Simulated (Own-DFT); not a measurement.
GaP (zincblende, atoms displaced) (calculated)

A calculation, not a measurement: plane-wave PBE density functional theory by an unreviewed code, no spin, of a simulated periodic cell, stress positive in tension, free energy of the whole cell less one offset for each atom, forces on such cells passed a denser k mesh, this cell's mesh not checked; offsets are fitted by least squares, one for each functional and potential file, so energies compare only between cells with the same atoms and settings and are not formation energies; the far tail of each file's local potential was reset to the Coulomb form; each entry is a single point on an unrelaxed cell, so the pressure reflects the starting lattice, mostly measured values (interpolated for alloys), from which strain is counted, and rises with the displacements; printed positions are rounded, which can move forces by about a meV/angstrom; the program, named Own-DFT, is a retired in-house code; no spin-orbit coupling. Program: Own-DFT development build.

Settings shared by all entries: functional PBE; potential files PseudoDojo norm-conserving, scalar-relativistic, standard set; wave cutoff 42 hartree; occupations Fermi-Dirac; smearing width 0.1 eV; k mesh 2 x 3 x 3 centred on Gamma.

```yaml
- entry: 1
  formula: GaP
  kind: "zincblende, atoms displaced"
  structure:
    cell_angstrom: [[16.3515, 0.0, 0.0], [0.0, 10.901, 0.0], [0.0, 0.0, 10.901]]
    atoms_fractional:
      - [Ga, 0.001, 0.99611, 0.00311]
      - [Ga, 0.00294, 0.25161, 0.2571]
      - [Ga, 0.16463, 0.00084, 0.25321]
      - [Ga, 0.17128, 0.25808, 0.00291]
      - [P, 0.08542, 0.12703, 0.12409]
      - [P, 0.08126, 0.36909, 0.37468]
      - [P, 0.25214, 0.11698, 0.37141]
      - [P, 0.25201, 0.37557, 0.11851]
      - [Ga, 0.0016, 0.99911, 0.50117]
      - [Ga, 0.00251, 0.25222, 0.75241]
      - [Ga, 0.16367, 0.00273, 0.74978]
      - [Ga, 0.17391, 0.24625, 0.50354]
      - [P, 0.08485, 0.12063, 0.62299]
      - [P, 0.08333, 0.37223, 0.87904]
      - [P, 0.25222, 0.11851, 0.87566]
      - [P, 0.25045, 0.37205, 0.62303]
      - [Ga, 0.00176, 0.49437, 0.99567]
      - [Ga, 0.99995, 0.74891, 0.26224]
      - [Ga, 0.16482, 0.49455, 0.24963]
      - [Ga, 0.16709, 0.7481, 0.00351]
      - [P, 0.08045, 0.61331, 0.12495]
      - [P, 0.08279, 0.87479, 0.37027]
      - [P, 0.25159, 0.6273, 0.3754]
      - [P, 0.25025, 0.86815, 0.12325]
      - [Ga, 0.99711, 0.49222, 0.50257]
      - [Ga, 0.00143, 0.75391, 0.74926]
      - [Ga, 0.16619, 0.49985, 0.75042]
      - [Ga, 0.16368, 0.75296, 0.50111]
      - [P, 0.08462, 0.62045, 0.62911]
      - [P, 0.08545, 0.87768, 0.86752]
      - [P, 0.24442, 0.62475, 0.87847]
      - [P, 0.25446, 0.87211, 0.6232]
      - [Ga, 0.33343, 0.00828, 0.99651]
      - [Ga, 0.33105, 0.25388, 0.25462]
      - [Ga, 0.49723, 0.99797, 0.25637]
      - [Ga, 0.50438, 0.25249, 0.00244]
      - [P, 0.41303, 0.11308, 0.12543]
      - [P, 0.4182, 0.37838, 0.37919]
      - [P, 0.58274, 0.12875, 0.37891]
      - [P, 0.58398, 0.36837, 0.12489]
      - [Ga, 0.33396, 0.99733, 0.50266]
      - [Ga, 0.33355, 0.24545, 0.7464]
      - [Ga, 0.50353, 0.99362, 0.74874]
      - [Ga, 0.49969, 0.24552, 0.49007]
      - [P, 0.41411, 0.11915, 0.6245]
      - [P, 0.42292, 0.36824, 0.87205]
      - [P, 0.59093, 0.12351, 0.87569]
      - [P, 0.58315, 0.36878, 0.63156]
      - [Ga, 0.33108, 0.50294, 0.99831]
      - [Ga, 0.33111, 0.74944, 0.24133]
      - [Ga, 0.50745, 0.50509, 0.24988]
      - [Ga, 0.49582, 0.74744, 0.00312]
      - [P, 0.41533, 0.62758, 0.12825]
      - [P, 0.41654, 0.87383, 0.37606]
      - [P, 0.58708, 0.6278, 0.37183]
      - [P, 0.5851, 0.87353, 0.11754]
      - [Ga, 0.3333, 0.50133, 0.50486]
      - [Ga, 0.33274, 0.74935, 0.75193]
      - [Ga, 0.49835, 0.50519, 0.74968]
      - [Ga, 0.49997, 0.74994, 0.50078]
      - [P, 0.41623, 0.61285, 0.62113]
      - [P, 0.41452, 0.87673, 0.88202]
      - [P, 0.59223, 0.61867, 0.87177]
      - [P, 0.58063, 0.87438, 0.62991]
      - [Ga, 0.66673, 0.00166, 0.00022]
      - [Ga, 0.66868, 0.24948, 0.2528]
      - [Ga, 0.83416, 0.99895, 0.24655]
      - [Ga, 0.83572, 0.24972, 0.0004]
      - [P, 0.74837, 0.12099, 0.12595]
      - [P, 0.75003, 0.37769, 0.37346]
      - [P, 0.91984, 0.12263, 0.37979]
      - [P, 0.91598, 0.37726, 0.12196]
      - [Ga, 0.66478, 0.99317, 0.49706]
      - [Ga, 0.66865, 0.24577, 0.75683]
      - [Ga, 0.83546, 0.00228, 0.75346]
      - [Ga, 0.83293, 0.24898, 0.50063]
      - [P, 0.75203, 0.1294, 0.6328]
      - [P, 0.75101, 0.38076, 0.87438]
      - [P, 0.91773, 0.1239, 0.87043]
      - [P, 0.92193, 0.38409, 0.6163]
      - [Ga, 0.6645, 0.50101, 0.00426]
      - [Ga, 0.6682, 0.74269, 0.2452]
      - [Ga, 0.83279, 0.49574, 0.25688]
      - [Ga, 0.83222, 0.74653, 0.99991]
      - [P, 0.74952, 0.63098, 0.12305]
      - [P, 0.75308, 0.86943, 0.37355]
      - [P, 0.91229, 0.62778, 0.37216]
      - [P, 0.91866, 0.87442, 0.11995]
      - [Ga, 0.66258, 0.50172, 0.49432]
      - [Ga, 0.66377, 0.75328, 0.74625]
      - [Ga, 0.82805, 0.49527, 0.74837]
      - [Ga, 0.83553, 0.75229, 0.50474]
      - [P, 0.75043, 0.62003, 0.62656]
      - [P, 0.74845, 0.8753, 0.86188]
      - [P, 0.9183, 0.62867, 0.87226]
      - [P, 0.91898, 0.87267, 0.6194]
  results:
    "free_energy_of_cell_above_offsets [eV]": "-49.996"
    "pressure [GPa]": 3.26
    "stress_xx [GPa]": -3.3
    "stress_yy [GPa]": -3.22
    "stress_zz [GPa]": -3.26
    "stress_yz [GPa]": 0.32
    "stress_xz [GPa]": -0.37
    "stress_xy [GPa]": -0.66
    force_element: [Ga, Ga, Ga, Ga, P, P, P, P, Ga, Ga, Ga, Ga, P, P, P, P, Ga, Ga, Ga, Ga, P, P, P, P, Ga, Ga, Ga, Ga, P, P, P, P, Ga, Ga, Ga, Ga, P, P, P, P, Ga, Ga, Ga, Ga, P, P, P, P, Ga, Ga, Ga, Ga, P, P, P, P, Ga, Ga, Ga, Ga, P, P, P, P, Ga, Ga, Ga, Ga, P, P, P, P, Ga, Ga, Ga, Ga, P, P, P, P, Ga, Ga, Ga, Ga, P, P, P, P, Ga, Ga, Ga, Ga, P, P, P, P]
    "force_x [eV/angstrom]": [0.403, -0.942, 0.335, -0.477, -0.109, 1.251, -0.056, 0.254, 0.044, -0.255, 1.159, -0.951, -0.061, 0.634, -1.022, 0.185, -0.851, -0.216, 0.433, -1.054, 0.182, 0.193, -0.495, -0.36, 1.699, -0.072, 0.09, 0.464, -0.529, -0.216, 0.904, -1.147, -0.345, 0.621, 0.813, -0.749, 0.941, -0.122, 0.625, 0.434, 0.066, 0.175, -1.008, -0.474, 1.05, -1.114, -1.642, -0.175, 0.949, 0.296, -1.042, 0.933, 0.41, -0.337, -0.61, -0.462, -0.667, 0.293, 0.949, -0.24, 0.326, 0.449, -1.934, 0.416, 0.564, -0.016, 0.361, -0.45, 0.486, -0.298, -0.654, 0.273, 0.622, 0.261, 0.013, 0.295, -0.2, -0.366, 0.418, -2.195, 0.777, -0.149, 0.122, 0.221, 0.438, -0.527, 0.562, -0.323, 0.448, 0.697, 1.5, -0.63, -0.584, 0.378, -0.294, 0.01]
    "force_y [eV/angstrom]": [0.601, -0.678, -0.324, -1.404, 0.078, 0.654, 0.606, 0.378, -0.251, -0.177, -0.357, -0.433, 0.894, -0.031, 1.362, 0.493, 0.655, -0.431, 0.195, -0.021, 1.298, 0.236, -0.382, 1.512, 2.253, -0.409, -0.547, -0.417, 0.427, -0.501, -0.08, 0.196, -1.514, -0.31, -0.076, -1.418, 1.911, 0.15, -1.075, 0.888, -0.141, 0.113, 1.05, 0.629, 0.311, 0.699, -0.072, 0.309, -0.259, 0.068, -0.577, -0.066, -1.042, -0.534, 0.339, -0.041, -0.57, -0.394, -0.869, -0.294, 1.983, -0.334, 0.933, -0.494, -0.793, -0.207, -0.021, -0.106, 0.555, -0.591, 0.19, -0.377, 0.521, 0.971, -0.441, 0.208, -0.75, -1.044, 0.243, -2.304, -0.384, 1.423, 0.642, 0.707, -1.555, 0.308, -0.552, -0.529, -0.698, -0.801, 0.641, -0.719, 0.814, 0.022, -0.72, 0.646]
    "force_z [eV/angstrom]": [-0.728, -1.221, -0.97, -0.633, 0.074, 1.036, 0.591, 1.36, -0.217, -0.747, -0.324, -0.819, 0.1, -0.657, -0.567, 0.752, 0.074, -1.701, 0.223, -0.004, 0.318, 0.954, -0.078, -0.177, -1.833, -0.165, 0.155, 0.044, -0.79, 1.275, -0.63, 0.332, 0.527, -0.54, -0.7, -0.346, 0.624, -0.767, -0.951, 0.62, -0.425, 0.464, 1.03, 1.831, -0.087, 0.243, 0.124, -0.897, -0.403, 1.251, -0.185, -0.643, -0.279, -0.036, 0.421, 1.096, -1.044, 0.098, 0.29, -0.079, 0.789, -0.909, 0.139, -1.293, -0.289, -0.125, 0.338, -0.222, -0.058, 0.595, -0.607, 0.748, 0.374, -0.445, -0.853, 0.078, -1.023, 0.95, 0.858, 2.355, 0.085, 0.093, -1.336, -0.833, 0.177, -0.04, 0.925, 0.813, 1.158, -0.049, -0.147, -0.173, -0.741, 1.496, 0.01, 0.9]
- entry: 2
  formula: GaP
  kind: "zincblende, atoms displaced"
  structure:
    cell_angstrom: [[16.3515, 0.0, 0.0], [0.0, 10.901, 0.0], [0.0, 0.0, 10.901]]
    atoms_fractional:
      - [Ga, 0.00421, 0.99969, 0.99961]
      - [Ga, 1.0, 0.24786, 0.25047]
      - [Ga, 0.16778, 0.99683, 0.2517]
      - [Ga, 0.16405, 0.24789, 0.99819]
      - [P, 0.08463, 0.12257, 0.1242]
      - [P, 0.08309, 0.37601, 0.37644]
      - [P, 0.25299, 0.12643, 0.37649]
      - [P, 0.2451, 0.37538, 0.1232]
      - [Ga, 0.99859, 0.99458, 0.49605]
      - [Ga, 0.00734, 0.25301, 0.75386]
      - [Ga, 0.16725, 0.00313, 0.74437]
      - [Ga, 0.16748, 0.25531, 0.49216]
      - [P, 0.08749, 0.12907, 0.62189]
      - [P, 0.08249, 0.372, 0.87468]
      - [P, 0.25108, 0.12514, 0.87986]
      - [P, 0.25203, 0.38046, 0.62186]
      - [Ga, 0.00202, 0.49946, 0.00112]
      - [Ga, 0.99456, 0.75329, 0.24636]
      - [Ga, 0.16659, 0.49972, 0.2491]
      - [Ga, 0.16513, 0.75514, 0.01028]
      - [P, 0.08053, 0.62762, 0.12097]
      - [P, 0.08354, 0.8769, 0.37866]
      - [P, 0.25651, 0.63044, 0.37185]
      - [P, 0.25507, 0.87235, 0.12716]
      - [Ga, 0.00019, 0.49867, 0.49872]
      - [Ga, 0.99922, 0.74652, 0.74482]
      - [Ga, 0.17016, 0.49785, 0.74884]
      - [Ga, 0.16442, 0.75232, 0.50218]
      - [P, 0.08369, 0.61958, 0.62761]
      - [P, 0.08846, 0.87748, 0.87153]
      - [P, 0.24227, 0.62205, 0.86557]
      - [P, 0.25381, 0.87153, 0.62109]
      - [Ga, 0.33152, 0.00682, 0.99312]
      - [Ga, 0.33723, 0.24812, 0.24201]
      - [Ga, 0.49602, 0.00228, 0.25482]
      - [Ga, 0.50491, 0.25329, 0.99963]
      - [P, 0.41692, 0.13219, 0.12861]
      - [P, 0.41405, 0.37194, 0.37416]
      - [P, 0.58087, 0.13651, 0.37768]
      - [P, 0.59103, 0.37659, 0.12425]
      - [Ga, 0.33733, 0.00361, 0.50816]
      - [Ga, 0.3325, 0.25517, 0.74747]
      - [Ga, 0.50408, 0.99445, 0.74743]
      - [Ga, 0.50237, 0.25358, 0.50066]
      - [P, 0.41615, 0.13022, 0.63593]
      - [P, 0.41759, 0.37198, 0.87296]
      - [P, 0.58981, 0.12173, 0.88093]
      - [P, 0.58183, 0.36865, 0.62229]
      - [Ga, 0.33462, 0.49601, 0.01071]
      - [Ga, 0.33292, 0.74795, 0.24554]
      - [Ga, 0.49803, 0.49976, 0.24565]
      - [Ga, 0.50294, 0.74301, 0.99732]
      - [P, 0.41105, 0.63177, 0.12856]
      - [P, 0.41444, 0.87151, 0.37474]
      - [P, 0.58444, 0.62559, 0.37663]
      - [P, 0.58832, 0.87125, 0.11493]
      - [Ga, 0.33178, 0.50026, 0.50786]
      - [Ga, 0.33151, 0.75299, 0.75422]
      - [Ga, 0.50247, 0.49945, 0.7511]
      - [Ga, 0.50096, 0.74354, 0.50072]
      - [P, 0.4145, 0.62235, 0.62966]
      - [P, 0.41911, 0.88054, 0.87456]
      - [P, 0.58252, 0.61657, 0.8722]
      - [P, 0.58593, 0.87195, 0.62171]
      - [Ga, 0.66298, 0.99963, 0.99345]
      - [Ga, 0.66817, 0.24912, 0.24974]
      - [Ga, 0.83625, 0.00331, 0.25633]
      - [Ga, 0.83319, 0.24428, 0.99791]
      - [P, 0.75156, 0.13007, 0.12413]
      - [P, 0.75063, 0.37392, 0.37447]
      - [P, 0.91787, 0.12979, 0.3773]
      - [P, 0.91571, 0.37337, 0.12393]
      - [Ga, 0.66669, 0.00142, 0.49673]
      - [Ga, 0.66489, 0.25252, 0.75259]
      - [Ga, 0.83413, 0.99554, 0.7497]
      - [Ga, 0.8347, 0.25201, 0.50256]
      - [P, 0.75067, 0.12989, 0.62993]
      - [P, 0.75309, 0.37044, 0.87757]
      - [P, 0.91389, 0.1215, 0.87483]
      - [P, 0.91955, 0.36706, 0.62244]
      - [Ga, 0.66243, 0.50332, 0.99826]
      - [Ga, 0.66622, 0.75344, 0.24728]
      - [Ga, 0.83839, 0.51299, 0.2525]
      - [Ga, 0.82896, 0.75022, 0.99207]
      - [P, 0.75268, 0.6284, 0.12426]
      - [P, 0.75388, 0.87724, 0.37522]
      - [P, 0.91837, 0.62938, 0.37167]
      - [P, 0.91677, 0.87017, 0.12393]
      - [Ga, 0.66742, 0.50291, 0.49683]
      - [Ga, 0.66576, 0.74511, 0.74383]
      - [Ga, 0.83348, 0.50081, 0.7497]
      - [Ga, 0.83368, 0.75013, 0.49652]
      - [P, 0.74955, 0.62376, 0.62086]
      - [P, 0.74924, 0.87991, 0.87409]
      - [P, 0.9141, 0.62289, 0.87875]
      - [P, 0.92147, 0.87741, 0.62159]
  results:
    "free_energy_of_cell_above_offsets [eV]": "-50.688"
    "pressure [GPa]": 3.14
    "stress_xx [GPa]": -3.09
    "stress_yy [GPa]": -3.17
    "stress_zz [GPa]": -3.16
    "stress_yz [GPa]": 0.17
    "stress_xz [GPa]": -0.09
    "stress_xy [GPa]": 0.18
    force_element: [Ga, Ga, Ga, Ga, P, P, P, P, Ga, Ga, Ga, Ga, P, P, P, P, Ga, Ga, Ga, Ga, P, P, P, P, Ga, Ga, Ga, Ga, P, P, P, P, Ga, Ga, Ga, Ga, P, P, P, P, Ga, Ga, Ga, Ga, P, P, P, P, Ga, Ga, Ga, Ga, P, P, P, P, Ga, Ga, Ga, Ga, P, P, P, P, Ga, Ga, Ga, Ga, P, P, P, P, Ga, Ga, Ga, Ga, P, P, P, P, Ga, Ga, Ga, Ga, P, P, P, P, Ga, Ga, Ga, Ga, P, P, P, P]
    "force_x [eV/angstrom]": [-0.635, 0.178, 0.352, 0.225, 0.006, -0.111, 0.059, 0.505, 0.55, -1.256, 0.653, 0.441, -0.531, 0.819, -0.755, -0.867, -0.544, 1.249, -0.043, 0.348, 0.242, -0.164, -1.464, -0.577, -0.225, 0.232, -1.053, 0.482, 0.002, -0.683, 1.54, -0.539, 1.032, -1.448, 0.632, -0.175, 0.807, 0.291, 0.562, -1.328, -0.143, -0.403, 0.049, -1.499, 0.943, 0.114, -1.762, 0.712, -0.495, 0.033, 0.19, -0.65, 1.662, 0.429, -0.216, -1.212, 0.772, 0.165, -0.762, -0.557, 0.577, -0.161, 0.301, -0.346, 1.709, 0.261, 0.0, 0.367, -0.427, 0.445, 0.034, 0.194, 0.303, 0.466, 0.022, -0.539, -0.107, -0.74, 1.128, 0.08, 1.722, 0.509, -0.847, 0.386, -0.722, -0.797, 0.378, -0.613, -0.1, 0.324, 0.139, 0.234, 0.464, -0.322, 0.563, -1.062]
    "force_y [eV/angstrom]": [-0.326, 0.324, 0.28, 0.017, 0.096, 0.206, -0.15, -0.519, 1.348, -1.146, -0.227, -0.36, -0.196, 0.991, 0.789, -1.094, -0.299, -0.112, 0.656, -0.297, -0.12, -0.569, -0.813, 0.893, 0.118, 0.121, -0.691, -0.575, 0.166, -0.356, 0.971, 0.577, -0.676, 0.791, -0.243, -0.23, -1.165, 0.591, -1.534, 0.051, -0.046, -0.139, 0.718, -0.209, -0.466, 0.518, 0.923, 1.344, 0.284, 0.919, -0.091, 0.478, -1.011, 0.193, -0.081, 0.402, 0.506, -0.328, -0.724, 0.346, 0.418, -0.741, 1.101, 0.119, -0.229, 0.126, 0.036, 0.453, -1.293, 0.621, -0.443, 0.241, 0.51, -0.103, 0.406, -0.234, -0.653, 0.913, 0.114, 1.082, -0.33, -0.194, -1.504, 0.264, -0.232, -0.001, -0.086, 1.12, -0.863, 0.311, -0.61, 0.125, 0.03, -0.813, 0.205, -0.685]
    "force_z [eV/angstrom]": [-0.288, -0.332, 0.07, 0.154, 0.515, -0.737, -0.334, 0.229, 0.186, -0.675, 0.092, 0.543, -0.254, 0.356, -1.393, 0.308, -0.134, 0.319, 0.289, -1.172, 0.966, -0.876, 0.744, -0.502, 0.193, 0.867, -0.342, -0.188, -0.509, 0.063, 2.181, 0.381, 1.206, 1.026, -0.338, 0.11, -1.465, 0.23, -0.62, 0.298, -0.532, 0.663, 0.265, 0.086, -0.904, 0.654, -1.431, 0.581, -1.404, 0.961, 0.372, 0.048, -0.999, 0.373, -0.813, 1.038, -1.35, 0.087, -0.674, 0.09, 0.101, 0.297, -0.169, -0.24, 1.298, 0.143, -0.938, 0.2, 0.306, -0.086, 0.151, 0.188, 0.215, 0.057, -0.417, -0.186, -0.468, -0.316, -0.137, 0.669, 0.17, 0.292, -0.622, 0.579, -0.088, -0.168, 1.09, -0.64, 0.105, 0.688, -0.213, 0.446, 0.247, -0.585, -0.647, 0.397]
- entry: 3
  formula: GaP
  kind: "zincblende, atoms displaced"
  structure:
    cell_angstrom: [[16.3515, 0.0, 0.0], [0.0, 10.901, 0.0], [0.0, 0.0, 10.901]]
    atoms_fractional:
      - [Ga, 0.996, 0.99845, 0.99653]
      - [Ga, 0.99703, 0.25096, 0.25356]
      - [Ga, 0.16699, 0.99806, 0.2516]
      - [Ga, 0.17179, 0.24139, 0.00514]
      - [P, 0.08712, 0.12712, 0.13079]
      - [P, 0.08196, 0.38215, 0.37862]
      - [P, 0.24988, 0.12088, 0.36656]
      - [P, 0.24938, 0.36712, 0.12381]
      - [Ga, 4.0e-05, 0.99258, 0.50941]
      - [Ga, 0.99045, 0.24106, 0.75388]
      - [Ga, 0.16523, 0.00408, 0.75347]
      - [Ga, 0.16536, 0.25406, 0.50821]
      - [P, 0.08308, 0.12575, 0.6313]
      - [P, 0.08325, 0.37653, 0.88021]
      - [P, 0.25124, 0.12191, 0.8741]
      - [P, 0.24368, 0.37982, 0.62712]
      - [Ga, 0.99846, 0.50286, 0.00492]
      - [Ga, 0.00191, 0.75326, 0.2553]
      - [Ga, 0.16495, 0.4965, 0.24967]
      - [Ga, 0.16592, 0.75512, 0.00125]
      - [P, 0.07967, 0.63449, 0.13352]
      - [P, 0.07974, 0.88205, 0.37357]
      - [P, 0.24672, 0.62192, 0.37774]
      - [P, 0.25236, 0.87636, 0.1219]
      - [Ga, 0.00353, 0.49565, 0.50208]
      - [Ga, 0.00322, 0.75675, 0.73987]
      - [Ga, 0.16468, 0.49972, 0.74578]
      - [Ga, 0.16446, 0.748, 0.50094]
      - [P, 0.085, 0.62249, 0.62594]
      - [P, 0.08215, 0.86881, 0.87616]
      - [P, 0.25328, 0.62818, 0.87779]
      - [P, 0.24883, 0.88158, 0.62872]
      - [Ga, 0.32836, 0.99401, 0.99383]
      - [Ga, 0.33178, 0.25281, 0.247]
      - [Ga, 0.49649, 0.00191, 0.25674]
      - [Ga, 0.50065, 0.24623, 6.0e-05]
      - [P, 0.41318, 0.12821, 0.13523]
      - [P, 0.41583, 0.37756, 0.37965]
      - [P, 0.5846, 0.13153, 0.38027]
      - [P, 0.58204, 0.37453, 0.12864]
      - [Ga, 0.33391, 0.00388, 0.49909]
      - [Ga, 0.3311, 0.24776, 0.75458]
      - [Ga, 0.49981, 0.99926, 0.75259]
      - [Ga, 0.50191, 0.24738, 0.49761]
      - [P, 0.41696, 0.1319, 0.62545]
      - [P, 0.41446, 0.3722, 0.88131]
      - [P, 0.57958, 0.11935, 0.87769]
      - [P, 0.58814, 0.374, 0.62441]
      - [Ga, 0.33602, 0.50231, 0.01128]
      - [Ga, 0.33957, 0.7504, 0.24852]
      - [Ga, 0.50161, 0.509, 0.24931]
      - [Ga, 0.49996, 0.75236, 0.99152]
      - [P, 0.40938, 0.63202, 0.13284]
      - [P, 0.41889, 0.88241, 0.35727]
      - [P, 0.57959, 0.62341, 0.37621]
      - [P, 0.583, 0.87523, 0.12006]
      - [Ga, 0.33044, 0.50107, 0.50883]
      - [Ga, 0.33358, 0.75627, 0.74647]
      - [Ga, 0.50009, 0.49546, 0.74767]
      - [Ga, 0.49822, 0.751, 0.50354]
      - [P, 0.41379, 0.62764, 0.62457]
      - [P, 0.41694, 0.87786, 0.8726]
      - [P, 0.58382, 0.61609, 0.87328]
      - [P, 0.58702, 0.87819, 0.62323]
      - [Ga, 0.66721, 0.00138, 0.99481]
      - [Ga, 0.663, 0.24713, 0.25479]
      - [Ga, 0.8345, 0.99675, 0.25284]
      - [Ga, 0.82356, 0.24796, 0.99202]
      - [P, 0.75426, 0.12281, 0.12851]
      - [P, 0.74671, 0.37532, 0.37843]
      - [P, 0.91619, 0.12581, 0.37287]
      - [P, 0.91543, 0.37087, 0.12175]
      - [Ga, 0.6672, 0.9978, 0.50496]
      - [Ga, 0.66605, 0.26229, 0.76604]
      - [Ga, 0.83251, 0.99942, 0.75441]
      - [Ga, 0.83062, 0.25132, 0.49994]
      - [P, 0.74866, 0.12646, 0.63174]
      - [P, 0.74668, 0.37356, 0.8764]
      - [P, 0.91608, 0.12632, 0.86781]
      - [P, 0.92022, 0.36342, 0.62731]
      - [Ga, 0.66421, 0.50146, 0.99964]
      - [Ga, 0.66607, 0.74705, 0.24699]
      - [Ga, 0.82873, 0.49752, 0.25432]
      - [Ga, 0.83176, 0.74689, 0.99291]
      - [P, 0.75167, 0.62619, 0.12657]
      - [P, 0.74022, 0.87502, 0.3723]
      - [P, 0.91863, 0.62625, 0.36846]
      - [P, 0.91806, 0.87955, 0.12115]
      - [Ga, 0.67075, 0.49451, 0.5047]
      - [Ga, 0.66666, 0.74985, 0.75247]
      - [Ga, 0.82902, 0.49762, 0.75324]
      - [Ga, 0.83158, 0.74734, 0.49679]
      - [P, 0.74966, 0.62891, 0.62111]
      - [P, 0.75018, 0.87669, 0.8773]
      - [P, 0.9188, 0.63424, 0.86961]
      - [P, 0.91368, 0.87164, 0.61767]
  results:
    "free_energy_of_cell_above_offsets [eV]": "-49.640"
    "pressure [GPa]": 3.31
    "stress_xx [GPa]": -3.27
    "stress_yy [GPa]": -3.36
    "stress_zz [GPa]": -3.29
    "stress_yz [GPa]": 0.08
    "stress_xz [GPa]": 0.47
    "stress_xy [GPa]": -0.39
    force_element: [Ga, Ga, Ga, Ga, P, P, P, P, Ga, Ga, Ga, Ga, P, P, P, P, Ga, Ga, Ga, Ga, P, P, P, P, Ga, Ga, Ga, Ga, P, P, P, P, Ga, Ga, Ga, Ga, P, P, P, P, Ga, Ga, Ga, Ga, P, P, P, P, Ga, Ga, Ga, Ga, P, P, P, P, Ga, Ga, Ga, Ga, P, P, P, P, Ga, Ga, Ga, Ga, P, P, P, P, Ga, Ga, Ga, Ga, P, P, P, P, Ga, Ga, Ga, Ga, P, P, P, P, Ga, Ga, Ga, Ga, P, P, P, P]
    "force_x [eV/angstrom]": [0.966, 0.573, 0.018, -0.897, -1.007, 0.359, -0.104, 0.001, 0.023, 2.585, -0.209, -0.114, -0.449, -0.112, -0.331, 1.359, 0.106, -0.741, 0.115, 0.287, 0.975, 0.753, 0.769, -0.583, -1.098, -0.378, 0.031, 0.169, -0.548, -0.026, -0.427, -0.048, 1.111, 0.175, 2.056, -0.526, 0.506, -0.024, -0.137, 0.036, 0.037, 0.01, -0.081, -0.453, 0.076, 0.325, 0.73, -0.843, -0.761, -2.419, -0.928, -0.063, 2.556, -1.151, 1.142, -0.152, 0.037, -0.273, -0.421, 0.042, 0.45, -0.138, -0.446, -1.152, 0.05, 0.788, -0.041, 1.56, -1.207, 0.357, -0.072, -0.726, 0.217, -1.245, 0.065, 0.297, -0.156, 0.638, -1.331, -1.125, 0.399, -0.824, 0.835, 0.503, -0.27, 1.52, -0.513, -0.684, -0.772, 0.001, 1.046, 0.006, 0.0, -0.189, -0.153, -0.312]
    "force_y [eV/angstrom]": [0.73, 0.215, -0.182, 0.443, -0.427, -1.42, 0.97, 1.375, 1.322, 1.304, -0.526, -0.719, -0.021, -0.584, 0.125, -0.814, 0.292, 0.657, 0.38, -0.844, -1.019, -0.624, 0.505, -0.493, 0.733, -0.5, 0.355, 0.66, 0.445, 1.13, -0.326, -0.351, 0.742, 0.177, 1.485, 0.005, -0.67, 0.128, -1.654, 0.124, -0.134, 0.718, 0.146, 0.979, -0.615, 0.384, 0.915, -0.236, -0.309, 0.835, -0.792, -0.437, -1.191, -1.542, 0.33, 0.194, -0.157, -0.295, -0.138, 0.446, -0.105, -0.256, 0.993, -0.665, 0.029, 0.346, -0.225, -0.299, 0.126, -0.417, -0.442, 0.203, 1.078, -2.077, -0.194, -0.498, 0.213, 1.616, -1.158, 1.584, -0.272, -0.061, -0.109, 0.398, -0.31, -0.006, -0.537, -1.021, 1.028, 0.003, 0.374, 0.15, -0.536, -0.326, -1.049, 0.196]
    "force_z [eV/angstrom]": [0.125, -0.315, -0.484, -0.721, -0.489, -0.53, 1.397, 0.208, -0.733, -0.423, 0.15, -1.213, -0.242, -0.21, 0.072, 0.317, -0.208, -0.388, -0.356, 0.25, -0.945, 0.675, -0.4, 0.753, 0.376, 0.191, 1.679, -0.227, -0.252, -0.345, -0.199, -0.73, 0.704, 1.114, -1.713, 0.741, -1.603, -0.302, -0.176, -0.376, -0.316, -0.475, -0.915, 0.487, 0.129, -0.369, -0.225, 0.338, -0.722, 1.17, -0.009, 0.705, -1.71, 3.356, 0.59, 0.355, -0.811, 0.414, -0.102, -0.731, 0.449, -0.044, -0.228, 0.75, 1.005, -0.759, 0.027, 0.879, -0.198, -0.42, 0.993, 0.043, -0.301, -1.669, -0.859, 0.117, 0.013, 0.787, 1.988, -0.521, 0.958, -0.092, -0.504, 0.767, -0.463, 0.189, 0.986, 0.514, -0.338, -0.131, -0.597, -0.907, 0.724, -0.376, -0.06, 0.944]
```
